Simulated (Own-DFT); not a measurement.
# Same atoms, different arrangement: In48P48, 96 atoms

Calculated results; nothing here was measured. The program, named Own-DFT, is a retired in-house plane-wave density functional code that no person has reviewed. Each row is one single-point run on a periodic cell that was not relaxed, without spin or spin-orbit coupling.

Settings of every run: PBE; PseudoDojo norm-conserving scalar-relativistic files; cutoff 36 hartree; 2 x 3 x 3 k mesh centred on Gamma; Fermi-Dirac smearing of 0.1 eV.

Known limits, some of them of some rows only: not probed for a lower state with spin; forces on such cells failed a check on a denser k mesh; forces not confirmed at this smearing and k mesh; stress not checked against mesh or cutoff.

All cells hold the same atoms in the same cell, with vectors in Å (17.606, 0.000, 0.000); (0.000, 11.737, 0.000); (0.000, 0.000, 11.737). Every atom was moved at random from its ideal site; u is the rms move along one axis. The defect's site can differ from row to row. E is the free energy of the cell above the lowest run. The arrangements:

- A: zincblende InP
- B: zincblende InP, with one In on a P site and one P on an In site, 2.5 Å apart

| arrangement | u (Å) | E (eV) | P (GPa) |
|---|---|---|---|
| A | 0.0198 | 0.000 | 3.20 |
| A | 0.0201 | 0.026 | 3.20 |
| A | 0.0208 | 0.115 | 3.22 |
| A | 0.0492 | 2.956 | 3.59 |
| A | 0.0501 | 2.755 | 3.53 |
| A | 0.0529 | 3.434 | 3.65 |
| B | 0.0289 | 4.790 | 3.53 |
| B | 0.0309 | 4.929 | 3.55 |
| B | 0.0311 | 4.802 | 3.54 |
| B | 0.0448 | 6.163 | 3.70 |
| B | 0.0476 | 6.422 | 3.73 |
| B | 0.0541 | 7.578 | 3.90 |

Question: once the cost of the random moves is taken out, how do the arrangements rank?

## Worked answer

Fit E = a + b u², with one b for all and one a for each arrangement, and with residuals divided by u², since the noise grows with the moves. Then b = 1346 eV/Å², the scatter at u = 0.04 Å is 0.13 eV, and against A:

- B: 4.09 ± 0.05 eV (higher)

These are energies of unrelaxed cells. Relaxing the atoms lowers the strained arrangements most, so the gaps would shrink and small ones could change sign.
